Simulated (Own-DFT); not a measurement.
# Computed records: GaP (zincblende, strained, atoms displaced)

A calculation, not a measurement: plane-wave PBE density functional theory by an unreviewed code, no spin, of a simulated periodic cell, stress positive in tension, free energy of the whole cell less one offset for each atom, forces on such cells passed a denser k mesh, this cell's mesh not checked; offsets are fitted by least squares, one for each functional and potential file, so energies compare only between cells with the same atoms and settings and are not formation energies; the far tail of each file's local potential was reset to the Coulomb form; each entry is a single point on an unrelaxed cell, so the pressure reflects the starting lattice, mostly measured values (interpolated for alloys), from which strain is counted, and rises with the displacements; printed positions are rounded, which can move forces by about a meV/angstrom; the program, named Own-DFT, is a retired in-house code; no spin-orbit coupling. Program: Own-DFT development build.

Common to all runs: functional PBE; potential files PseudoDojo norm-conserving, scalar-relativistic, standard set; wave cutoff 42 hartree; occupations Fermi-Dirac; smearing width 0.1 eV; hardware one NVIDIA H100; k mesh 3 x 3 x 3 centred on Gamma.

(1) 
```cif
# cell vector a (Å): 10.8620 0.0000 0.0000
# cell vector b (Å): 0.0000 10.8620 0.0000
# cell vector c (Å): 0.0000 0.0000 10.9361
data_GaP
_symmetry_space_group_name_H-M 'P 1'
_symmetry_Int_Tables_number 1
_cell_length_a 10.8620
_cell_length_b 10.8620
_cell_length_c 10.9361
_cell_angle_alpha 90.000
_cell_angle_beta 90.000
_cell_angle_gamma 90.000
_cell_volume 1290.27
loop_
_atom_site_label
_atom_site_type_symbol
_atom_site_fract_x
_atom_site_fract_y
_atom_site_fract_z
_atom_site_occupancy
Ga1 Ga 0.99633 0.99639 0.00045 1
Ga2 Ga 0.00325 0.25059 0.24846 1
Ga3 Ga 0.25249 0.00206 0.24722 1
Ga4 Ga 0.25325 0.24972 0.99637 1
P1 P 0.12492 0.12411 0.12082 1
P2 P 0.12210 0.37408 0.37533 1
P3 P 0.37802 0.12466 0.37159 1
P4 P 0.37242 0.37550 0.12871 1
Ga5 Ga 0.00324 0.99422 0.50147 1
Ga6 Ga 0.00128 0.25458 0.74683 1
Ga7 Ga 0.24917 0.99967 0.74643 1
Ga8 Ga 0.25377 0.25098 0.50380 1
P5 P 0.12438 0.12731 0.62496 1
P6 P 0.12776 0.37576 0.87266 1
P7 P 0.37551 0.12165 0.87538 1
P8 P 0.37221 0.37550 0.61884 1
Ga9 Ga 0.00029 0.50110 0.00287 1
Ga10 Ga 0.00337 0.75476 0.25382 1
Ga11 Ga 0.24824 0.50099 0.24383 1
Ga12 Ga 0.24951 0.74704 0.00314 1
P9 P 0.12788 0.62292 0.12747 1
P10 P 0.12740 0.87542 0.37650 1
P11 P 0.37344 0.62609 0.37764 1
P12 P 0.37446 0.87397 0.12550 1
Ga13 Ga 0.99592 0.50073 0.49987 1
Ga14 Ga 0.00036 0.75093 0.74850 1
Ga15 Ga 0.24774 0.50308 0.74891 1
Ga16 Ga 0.25163 0.75376 0.49709 1
P13 P 0.11816 0.62145 0.62945 1
P14 P 0.12134 0.87594 0.88012 1
P15 P 0.37247 0.62573 0.87965 1
P16 P 0.37341 0.87686 0.62258 1
Ga17 Ga 0.49917 0.99693 0.99859 1
Ga18 Ga 0.49730 0.25500 0.25023 1
Ga19 Ga 0.75033 0.00133 0.25361 1
Ga20 Ga 0.75098 0.25433 0.99706 1
P17 P 0.62499 0.11691 0.12173 1
P18 P 0.62434 0.37572 0.37821 1
P19 P 0.87421 0.12680 0.37576 1
P20 P 0.87185 0.37331 0.12359 1
Ga21 Ga 0.49530 0.99948 0.50110 1
Ga22 Ga 0.49777 0.25282 0.75071 1
Ga23 Ga 0.74732 0.00119 0.75327 1
Ga24 Ga 0.75703 0.25102 0.49743 1
P21 P 0.62509 0.12609 0.62105 1
P22 P 0.62678 0.37401 0.87752 1
P23 P 0.87260 0.12554 0.87421 1
P24 P 0.87395 0.37330 0.62225 1
Ga25 Ga 0.49542 0.49948 0.00118 1
Ga26 Ga 0.49694 0.75402 0.24551 1
Ga27 Ga 0.74846 0.49787 0.24667 1
Ga28 Ga 0.74900 0.75056 0.99723 1
P25 P 0.62503 0.62599 0.13051 1
P26 P 0.63093 0.87737 0.37523 1
P27 P 0.87629 0.62346 0.37612 1
P28 P 0.87686 0.88013 0.12555 1
Ga29 Ga 0.49867 0.49964 0.49693 1
Ga30 Ga 0.49785 0.74967 0.75081 1
Ga31 Ga 0.75049 0.50326 0.75023 1
Ga32 Ga 0.75237 0.74908 0.50170 1
P29 P 0.62199 0.62356 0.62512 1
P30 P 0.62633 0.87709 0.87133 1
P31 P 0.87533 0.62063 0.87363 1
P32 P 0.87563 0.87472 0.62659 1
_calc_free_energy_of_cell_above_offsets '-35.021'  # eV
_calc_pressure 3.21  # GPa
_calc_stress_xx -3.38  # GPa
_calc_stress_yy -3.4  # GPa
_calc_stress_zz -2.85  # GPa
_calc_stress_yz -0.05  # GPa
_calc_stress_xz -0.35  # GPa
_calc_stress_xy 0.26  # GPa
_calc_wall_time 510.3  # s
```

Force:
```tsv
element	x (eV/Å)	y (eV/Å)	z (eV/Å)
Ga	0.126	0.854	-0.209
Ga	-0.331	-0.25	-0.014
Ga	-0.314	0.074	0.135
Ga	-0.254	-0.057	0.228
P	0.055	0.099	0.075
P	0.56	0.279	0.074
P	-0.439	0.195	0.384
P	0.098	-0.138	-0.689
Ga	-0.399	0.73	-0.027
Ga	-0.232	-0.416	0.377
Ga	-0.32	0.045	0.526
Ga	-0.636	-0.54	-1.002
P	0.07	-0.262	-0.128
P	-0.252	0.04	0.403
P	0.025	0.172	-0.34
P	0.487	0.547	1.106
Ga	0.047	-0.309	-0.222
Ga	-0.374	-0.462	-0.364
Ga	0.112	-0.272	1.355
Ga	-0.271	0.45	-0.108
P	-0.845	0.637	-0.234
P	0.22	0.368	-0.372
P	0.073	-0.018	-0.764
P	-0.244	0.206	-0.447
Ga	0.343	-0.3	-0.014
Ga	-0.165	-0.001	0.562
Ga	0.345	-0.207	-0.015
Ga	-0.45	-0.738	0.664
P	0.739	0.633	-0.851
P	0.613	-0.369	-0.644
P	0.162	-0.062	-0.661
P	0.017	-0.424	0.457
Ga	0.064	-0.052	-0.01
Ga	0.782	-0.678	-0.165
Ga	0.131	0.191	-0.339
Ga	-0.245	-0.993	0.369
P	-0.017	1.208	0.318
P	0.302	-0.141	-0.47
P	0.823	-0.44	-0.251
P	0.559	0.148	0.208
Ga	0.846	0.171	-0.416
Ga	0.247	-0.245	-0.254
Ga	0.25	0.361	-0.789
Ga	-0.899	-0.18	0.184
P	-0.071	0.121	0.34
P	-0.615	0.603	-0.451
P	0.54	0.231	-0.071
P	-0.027	0.541	0.482
Ga	0.642	-0.001	0.246
Ga	0.554	-0.278	1.043
Ga	0.133	0.093	0.602
Ga	0.196	-0.126	0.346
P	-0.254	0.073	-0.896
P	-0.916	-0.485	0.262
P	-0.265	0.275	-0.508
P	-0.471	-0.91	0.349
Ga	0.038	0.165	0.218
Ga	0.024	0.036	-0.054
Ga	-0.276	-0.598	-0.215
Ga	-0.214	-0.045	-0.085
P	0.091	0.169	-0.035
P	-0.471	-0.569	0.378
P	0.181	0.715	0.307
P	-0.229	0.138	0.118
```

(2) 
```cif
# cell vector a (Å): 10.8620 0.0000 0.0000
# cell vector b (Å): 0.0000 10.8620 0.0000
# cell vector c (Å): 0.0000 0.0000 10.9361
data_GaP
_symmetry_space_group_name_H-M 'P 1'
_symmetry_Int_Tables_number 1
_cell_length_a 10.8620
_cell_length_b 10.8620
_cell_length_c 10.9361
_cell_angle_alpha 90.000
_cell_angle_beta 90.000
_cell_angle_gamma 90.000
_cell_volume 1290.27
loop_
_atom_site_label
_atom_site_type_symbol
_atom_site_fract_x
_atom_site_fract_y
_atom_site_fract_z
_atom_site_occupancy
Ga1 Ga 0.99498 0.00508 0.00342 1
Ga2 Ga 0.99846 0.24945 0.25113 1
Ga3 Ga 0.25010 0.00234 0.24511 1
Ga4 Ga 0.24588 0.24860 0.00373 1
P1 P 0.12593 0.12383 0.12474 1
P2 P 0.12502 0.37045 0.37775 1
P3 P 0.37353 0.12411 0.37080 1
P4 P 0.37462 0.37419 0.12201 1
Ga5 Ga 0.00158 0.99748 0.49662 1
Ga6 Ga 0.00132 0.25280 0.74928 1
Ga7 Ga 0.25025 0.00302 0.74982 1
Ga8 Ga 0.24827 0.25098 0.49669 1
P5 P 0.12206 0.12520 0.62970 1
P6 P 0.12916 0.37658 0.87157 1
P7 P 0.37259 0.12175 0.87314 1
P8 P 0.37191 0.37288 0.62084 1
Ga9 Ga 0.00013 0.50230 0.00171 1
Ga10 Ga 0.99774 0.75038 0.24891 1
Ga11 Ga 0.24925 0.49895 0.25263 1
Ga12 Ga 0.24785 0.74834 0.00728 1
P9 P 0.12771 0.62026 0.12760 1
P10 P 0.12565 0.87593 0.37704 1
P11 P 0.37536 0.63167 0.37095 1
P12 P 0.38187 0.87504 0.12216 1
Ga13 Ga 0.99787 0.49716 0.50077 1
Ga14 Ga 0.00260 0.74991 0.75039 1
Ga15 Ga 0.24780 0.50190 0.75080 1
Ga16 Ga 0.25065 0.74585 0.50349 1
P13 P 0.13046 0.62042 0.62924 1
P14 P 0.12101 0.87780 0.87261 1
P15 P 0.37224 0.62344 0.87851 1
P16 P 0.37133 0.87341 0.62050 1
Ga17 Ga 0.50518 0.00259 0.99928 1
Ga18 Ga 0.50070 0.24635 0.25078 1
Ga19 Ga 0.74803 0.00016 0.24545 1
Ga20 Ga 0.75154 0.24909 0.00337 1
P17 P 0.62886 0.12839 0.12459 1
P18 P 0.62429 0.37729 0.37491 1
P19 P 0.87698 0.12411 0.37006 1
P20 P 0.87175 0.37729 0.12626 1
Ga21 Ga 0.49985 0.00552 0.50126 1
Ga22 Ga 0.50005 0.24804 0.75096 1
Ga23 Ga 0.74872 0.00059 0.74580 1
Ga24 Ga 0.74954 0.24933 0.50105 1
P21 P 0.62816 0.12713 0.62443 1
P22 P 0.62181 0.37291 0.87540 1
P23 P 0.86872 0.12648 0.87357 1
P24 P 0.87770 0.36982 0.62640 1
Ga25 Ga 0.49925 0.49727 0.99758 1
Ga26 Ga 0.49720 0.75400 0.25109 1
Ga27 Ga 0.74648 0.49913 0.25064 1
Ga28 Ga 0.75187 0.74969 0.00255 1
P25 P 0.62349 0.62296 0.11920 1
P26 P 0.62966 0.87463 0.37584 1
P27 P 0.87396 0.62266 0.37264 1
P28 P 0.87152 0.87767 0.12376 1
Ga29 Ga 0.50105 0.50327 0.49729 1
Ga30 Ga 0.49673 0.74892 0.75177 1
Ga31 Ga 0.74681 0.49797 0.75073 1
Ga32 Ga 0.74594 0.74657 0.50185 1
P29 P 0.62388 0.62869 0.62381 1
P30 P 0.62593 0.86716 0.87614 1
P31 P 0.87706 0.62137 0.87479 1
P32 P 0.87109 0.87532 0.62400 1
_calc_free_energy_of_cell_above_offsets '-35.096'  # eV
_calc_pressure 3.17  # GPa
_calc_stress_xx -3.34  # GPa
_calc_stress_yy -3.34  # GPa
_calc_stress_zz -2.83  # GPa
_calc_stress_yz 0.3  # GPa
_calc_stress_xz -0.21  # GPa
_calc_stress_xy -0.37  # GPa
_calc_wall_time 505.6  # s
```

Force:
```tsv
element	x (eV/Å)	y (eV/Å)	z (eV/Å)
Ga	0.144	-0.277	-0.701
Ga	0.161	0.248	-0.379
Ga	0.247	-0.788	0.254
Ga	0.437	0.172	-0.701
P	-0.606	0.266	0.125
P	-0.326	0.657	-0.512
P	0.013	0.076	0.422
P	0.038	-0.13	0.578
Ga	-0.363	0.35	0.511
Ga	-0.034	-0.35	0.635
Ga	-0.205	-0.651	-0.235
Ga	0.12	-0.715	0.517
P	0.244	-0.059	-0.864
P	-0.658	-0.283	0.779
P	0.406	0.437	0.558
P	0.491	0.427	0.371
Ga	0.154	-0.531	-0.218
Ga	0.236	0.087	0.083
Ga	0.365	-0.317	0.115
Ga	0.049	0.461	-0.726
P	-0.589	0.485	0.155
P	0.303	-0.461	-0.522
P	-0.214	-0.811	0.421
P	-0.748	0.419	0.08
Ga	0.251	0.2	0.046
Ga	-0.381	-0.068	-0.236
Ga	1.007	-0.524	0.097
Ga	-0.316	0.145	-0.472
P	-1.099	0.524	-0.791
P	0.4	-0.041	0.826
P	0.006	0.173	-0.242
P	0.542	0.497	0.649
Ga	-0.053	-0.196	-0.348
Ga	-0.091	0.576	-0.181
Ga	0.131	0.005	0.561
Ga	-0.037	0.5	-0.504
P	-0.552	-0.317	0.09
P	-0.05	-0.5	0.121
P	-0.487	-0.154	0.54
P	0.555	-0.179	-0.045
Ga	0.045	-0.577	-0.27
Ga	-0.361	0.135	-0.286
Ga	-0.157	-0.465	0.579
Ga	0.383	0.134	-0.563
P	-0.576	-0.098	0.096
P	0.359	-0.109	0.029
P	0.6	0.082	-0.003
P	-0.671	0.676	-0.181
Ga	-0.124	0.126	0.021
Ga	0.912	-0.128	-0.3
Ga	-0.043	0.291	-0.287
Ga	0.099	-0.423	-0.382
P	-0.094	0.223	0.808
P	-0.628	0.313	-0.088
P	-0.022	0.162	0.391
P	0.441	-0.341	0.136
Ga	-0.431	-0.06	0.167
Ga	-0.251	0.075	-0.109
Ga	0.209	0.005	-0.188
Ga	0.722	0.301	-0.381
P	-0.27	-0.716	0.522
P	0.038	0.932	-0.32
P	-0.258	0.431	-0.085
P	0.589	-0.324	-0.166
```

(3) 
```cif
# cell vector a (Å): 10.8620 0.0000 0.0000
# cell vector b (Å): 0.0000 10.8620 0.0000
# cell vector c (Å): 0.0000 0.0000 10.9361
data_GaP
_symmetry_space_group_name_H-M 'P 1'
_symmetry_Int_Tables_number 1
_cell_length_a 10.8620
_cell_length_b 10.8620
_cell_length_c 10.9361
_cell_angle_alpha 90.000
_cell_angle_beta 90.000
_cell_angle_gamma 90.000
_cell_volume 1290.27
loop_
_atom_site_label
_atom_site_type_symbol
_atom_site_fract_x
_atom_site_fract_y
_atom_site_fract_z
_atom_site_occupancy
Ga1 Ga 0.00335 0.00329 0.00139 1
Ga2 Ga 0.00122 0.25038 0.24842 1
Ga3 Ga 0.24925 0.00435 0.24491 1
Ga4 Ga 0.24818 0.25529 0.00146 1
P1 P 0.12237 0.12588 0.12758 1
P2 P 0.12751 0.36945 0.37709 1
P3 P 0.37766 0.12236 0.37782 1
P4 P 0.37229 0.37883 0.12341 1
Ga5 Ga 0.99915 0.00010 0.50166 1
Ga6 Ga 0.99563 0.25676 0.75502 1
Ga7 Ga 0.25232 0.99969 0.75067 1
Ga8 Ga 0.24972 0.24881 0.49930 1
P5 P 0.12635 0.12726 0.62268 1
P6 P 0.12689 0.37964 0.87700 1
P7 P 0.37822 0.12809 0.87314 1
P8 P 0.37303 0.37479 0.62420 1
Ga9 Ga 0.99980 0.50398 0.99958 1
Ga10 Ga 0.00137 0.75133 0.25076 1
Ga11 Ga 0.24701 0.49849 0.24993 1
Ga12 Ga 0.24884 0.75351 0.00083 1
P9 P 0.12429 0.62406 0.12633 1
P10 P 0.12222 0.86989 0.37295 1
P11 P 0.37590 0.62553 0.37142 1
P12 P 0.37410 0.88008 0.12147 1
Ga13 Ga 0.00131 0.49887 0.49704 1
Ga14 Ga 0.00092 0.75152 0.75290 1
Ga15 Ga 0.24957 0.49729 0.75128 1
Ga16 Ga 0.24949 0.75042 0.49634 1
P13 P 0.11953 0.62252 0.62602 1
P14 P 0.13209 0.87782 0.87003 1
P15 P 0.37740 0.62883 0.87895 1
P16 P 0.37071 0.87609 0.62475 1
Ga17 Ga 0.49974 0.99543 0.00340 1
Ga18 Ga 0.49552 0.24320 0.24809 1
Ga19 Ga 0.75468 0.00238 0.25149 1
Ga20 Ga 0.75294 0.25215 0.00181 1
P17 P 0.62633 0.12549 0.12835 1
P18 P 0.62519 0.37983 0.36955 1
P19 P 0.87005 0.12427 0.37375 1
P20 P 0.87331 0.37389 0.12777 1
Ga21 Ga 0.50756 0.99996 0.50321 1
Ga22 Ga 0.49683 0.24927 0.75126 1
Ga23 Ga 0.74817 0.99944 0.75072 1
Ga24 Ga 0.75285 0.25169 0.49626 1
P21 P 0.61934 0.12339 0.62703 1
P22 P 0.62399 0.37426 0.87508 1
P23 P 0.87387 0.12409 0.87083 1
P24 P 0.87670 0.38157 0.62783 1
Ga25 Ga 0.49526 0.50061 0.00294 1
Ga26 Ga 0.50474 0.75171 0.24807 1
Ga27 Ga 0.75106 0.50079 0.25320 1
Ga28 Ga 0.75364 0.74986 0.00149 1
P25 P 0.62064 0.63126 0.12465 1
P26 P 0.62644 0.87095 0.37491 1
P27 P 0.87906 0.62624 0.37564 1
P28 P 0.87825 0.87478 0.12761 1
Ga29 Ga 0.49943 0.49988 0.50157 1
Ga30 Ga 0.50243 0.74843 0.75200 1
Ga31 Ga 0.75625 0.50096 0.75332 1
Ga32 Ga 0.75198 0.75435 0.49826 1
P29 P 0.62127 0.63186 0.62802 1
P30 P 0.62645 0.87308 0.87678 1
P31 P 0.87450 0.62555 0.87167 1
P32 P 0.87733 0.87433 0.62279 1
_calc_free_energy_of_cell_above_offsets '-34.873'  # eV
_calc_pressure 3.25  # GPa
_calc_stress_xx -3.39  # GPa
_calc_stress_yy -3.4  # GPa
_calc_stress_zz -2.96  # GPa
_calc_stress_yz -0.29  # GPa
_calc_stress_xz 0.05  # GPa
_calc_stress_xy -0.27  # GPa
_calc_wall_time 518.1  # s
```

Force:
```tsv
element	x (eV/Å)	y (eV/Å)	z (eV/Å)
Ga	-0.245	-0.445	-0.531
Ga	-0.402	-0.031	0.493
Ga	0.09	-0.511	0.839
Ga	0.162	-0.574	-0.2
P	0.374	0.416	-0.53
P	-0.374	0.503	-0.408
P	-0.298	-0.123	-0.099
P	0.138	-0.629	0.56
Ga	0.242	0.141	-0.397
Ga	0.646	-0.374	-0.47
Ga	0.179	0.788	-0.48
Ga	0.44	-0.222	0.155
P	-0.461	-0.037	0.68
P	-0.501	-0.366	0.085
P	-0.612	-0.479	0.866
P	0.162	-0.038	0.066
Ga	-0.22	-0.263	0.172
Ga	-0.138	-0.436	-0.241
Ga	0.18	0.121	0.247
Ga	0.061	-0.306	0.001
P	0.016	0.381	-0.162
P	0.491	1.153	0.123
P	-0.055	-0.041	0.133
P	-0.165	-0.67	0.793
Ga	0.075	-0.022	0.144
Ga	0.09	0.066	-0.364
Ga	0.276	0.786	-0.17
Ga	-0.071	-0.384	0.407
P	0.779	0.26	-0.095
P	-0.967	-0.186	0.823
P	-0.543	-0.379	-0.391
P	0.746	-0.291	-0.114
Ga	0.525	0.881	-0.627
Ga	0.19	0.844	0.116
Ga	-0.752	-0.608	-0.272
Ga	-0.43	-0.372	-0.285
P	0.059	-0.297	-0.537
P	-0.486	-0.777	0.632
P	1.15	0.29	0.361
P	0.432	0.557	-0.284
Ga	-0.806	-0.669	-0.351
Ga	0.303	0.446	-0.327
Ga	-0.027	-0.216	-0.344
Ga	-0.647	0.292	0.605
P	1.099	0.729	-0.012
P	0.137	0.295	0.166
P	0.133	0.137	0.704
P	-0.209	-0.671	-0.659
Ga	0.644	0.15	-0.356
Ga	-0.946	0.295	0.191
Ga	-0.053	0.655	-0.498
Ga	-0.182	0.044	-0.014
P	0.918	-0.969	-0.218
P	0.128	0.832	-0.18
P	-0.41	-0.092	-0.078
P	-0.065	0.231	-0.41
Ga	0.148	0.276	-0.122
Ga	-0.678	0.673	0.058
Ga	-1.33	0.078	-0.429
Ga	-0.048	-0.686	0.323
P	0.974	-0.946	-0.536
P	0.046	0.19	0.047
P	0.356	0.386	0.816
P	-0.272	0.215	0.586
```

(4) 
```cif
# cell vector a (Å): 10.8620 0.0000 0.0000
# cell vector b (Å): 0.0000 10.8620 0.0000
# cell vector c (Å): 0.0000 0.0000 10.9361
data_GaP
_symmetry_space_group_name_H-M 'P 1'
_symmetry_Int_Tables_number 1
_cell_length_a 10.8620
_cell_length_b 10.8620
_cell_length_c 10.9361
_cell_angle_alpha 90.000
_cell_angle_beta 90.000
_cell_angle_gamma 90.000
_cell_volume 1290.27
loop_
_atom_site_label
_atom_site_type_symbol
_atom_site_fract_x
_atom_site_fract_y
_atom_site_fract_z
_atom_site_occupancy
Ga1 Ga 0.99753 0.99995 0.00054 1
Ga2 Ga 0.00124 0.25547 0.24973 1
Ga3 Ga 0.24961 0.99784 0.24881 1
Ga4 Ga 0.24562 0.25017 0.00324 1
P1 P 0.12572 0.12254 0.12538 1
P2 P 0.12744 0.37623 0.37491 1
P3 P 0.37073 0.12561 0.37319 1
P4 P 0.37912 0.37121 0.12584 1
Ga5 Ga 0.99928 0.99788 0.50204 1
Ga6 Ga 0.00090 0.25113 0.74736 1
Ga7 Ga 0.24767 0.00211 0.74259 1
Ga8 Ga 0.25024 0.25321 0.50391 1
P5 P 0.11889 0.12347 0.62696 1
P6 P 0.12909 0.37403 0.87624 1
P7 P 0.37581 0.12860 0.87311 1
P8 P 0.37274 0.37837 0.62285 1
Ga9 Ga 0.99908 0.49795 0.99927 1
Ga10 Ga 0.99931 0.74782 0.25010 1
Ga11 Ga 0.24881 0.49914 0.24586 1
Ga12 Ga 0.25547 0.74878 0.00508 1
P9 P 0.12520 0.62674 0.12179 1
P10 P 0.12581 0.87640 0.37628 1
P11 P 0.37638 0.62447 0.37448 1
P12 P 0.37807 0.87697 0.12455 1
Ga13 Ga 0.99812 0.50063 0.49848 1
Ga14 Ga 0.99819 0.75339 0.74911 1
Ga15 Ga 0.24730 0.49874 0.74956 1
Ga16 Ga 0.24534 0.75027 0.50662 1
P13 P 0.13191 0.62280 0.62670 1
P14 P 0.12479 0.87211 0.87870 1
P15 P 0.37610 0.62730 0.87365 1
P16 P 0.37298 0.87554 0.62460 1
Ga17 Ga 0.49719 0.00019 0.00284 1
Ga18 Ga 0.50305 0.24774 0.25410 1
Ga19 Ga 0.74987 0.99955 0.24828 1
Ga20 Ga 0.75308 0.24809 0.99828 1
P17 P 0.62430 0.12784 0.12685 1
P18 P 0.62562 0.37931 0.37479 1
P19 P 0.87245 0.12862 0.37987 1
P20 P 0.87674 0.37316 0.12519 1
Ga21 Ga 0.50060 0.00790 0.50228 1
Ga22 Ga 0.50548 0.25099 0.75436 1
Ga23 Ga 0.75496 0.00110 0.74560 1
Ga24 Ga 0.75035 0.24921 0.49583 1
P21 P 0.62506 0.12407 0.62872 1
P22 P 0.62111 0.37098 0.87595 1
P23 P 0.87933 0.12497 0.87720 1
P24 P 0.87357 0.37645 0.62337 1
Ga25 Ga 0.49895 0.49713 0.00208 1
Ga26 Ga 0.50478 0.75127 0.25117 1
Ga27 Ga 0.75041 0.50023 0.25076 1
Ga28 Ga 0.75128 0.74667 0.00604 1
P25 P 0.62455 0.62500 0.12706 1
P26 P 0.62526 0.87655 0.37747 1
P27 P 0.87164 0.62319 0.37301 1
P28 P 0.87155 0.87269 0.12526 1
Ga29 Ga 0.50226 0.49915 0.49982 1
Ga30 Ga 0.50099 0.74803 0.75077 1
Ga31 Ga 0.75348 0.50087 0.75191 1
Ga32 Ga 0.74985 0.74797 0.49752 1
P29 P 0.62268 0.62431 0.62354 1
P30 P 0.62343 0.87024 0.87448 1
P31 P 0.87316 0.62456 0.87372 1
P32 P 0.87737 0.87806 0.62323 1
_calc_free_energy_of_cell_above_offsets '-35.111'  # eV
_calc_pressure 3.17  # GPa
_calc_stress_xx -3.31  # GPa
_calc_stress_yy -3.37  # GPa
_calc_stress_zz -2.84  # GPa
_calc_stress_yz -0.14  # GPa
_calc_stress_xz 0.04  # GPa
_calc_stress_xy -0.1  # GPa
_calc_wall_time 513.5  # s
```

Force:
```tsv
element	x (eV/Å)	y (eV/Å)	z (eV/Å)
Ga	0.362	-0.426	0.148
Ga	0.114	-0.738	0.354
Ga	0.096	0.005	0.044
Ga	0.788	-0.234	-0.177
P	-0.475	0.151	0.223
P	-0.221	0.088	0.073
P	0.254	0.112	0.401
P	-0.521	0.063	0.149
Ga	0.067	0.473	-0.615
Ga	-0.182	0.282	0.432
Ga	0.18	-0.25	1.081
Ga	-0.314	-0.489	-0.244
P	0.525	0.406	-0.594
P	-0.661	0.072	-0.179
P	-0.462	-0.411	0.187
P	0.711	-0.387	0.587
Ga	0.138	0.209	-0.218
Ga	0.112	0.256	0.062
Ga	0.425	0.156	0.186
Ga	-0.209	0.22	-0.558
P	-0.159	-0.325	0.278
P	-0.29	-0.354	-0.082
P	-0.337	0.265	0.016
P	-0.159	-0.372	0.548
Ga	0.396	0.095	0.123
Ga	0.426	-0.416	0.136
Ga	0.685	0.048	0.46
Ga	0.795	0.042	-0.897
P	-1.596	0.15	-0.021
P	0.263	0.365	-0.244
P	-0.151	-0.65	0.274
P	0.487	0.063	-0.029
Ga	0.45	0.325	-0.734
Ga	-0.238	0.282	0.019
Ga	-0.063	0.236	0.396
Ga	-0.34	0.073	0.163
P	0.27	-0.395	-0.296
P	0.048	-0.605	0.065
P	0.738	-0.671	-0.991
P	-0.377	0.354	-0.132
Ga	-0.402	-0.661	-0.241
Ga	-0.956	-0.149	-0.784
Ga	-0.414	-0.24	0.871
Ga	-0.593	0.413	0.727
P	0.315	0.572	-0.332
P	1.124	0.88	0.309
P	-0.368	0.09	-0.567
P	0.088	-0.2	0.1
Ga	-0.019	0.353	-0.244
Ga	-0.488	0.009	0.216
Ga	-0.087	-0.189	-0.452
Ga	-0.404	0.062	-0.776
P	0.025	-0.383	-0.135
P	0.004	0.281	-0.005
P	0.53	0.226	0.212
P	0.557	0.308	0.195
Ga	-0.464	0.234	-0.123
Ga	-0.207	0.29	-0.331
Ga	-0.798	-0.275	-0.193
Ga	-0.093	0.258	0.351
P	0.51	-0.013	0.272
P	0.596	0.662	0.278
P	0.383	0.211	0.341
P	-0.417	-0.809	-0.083
```
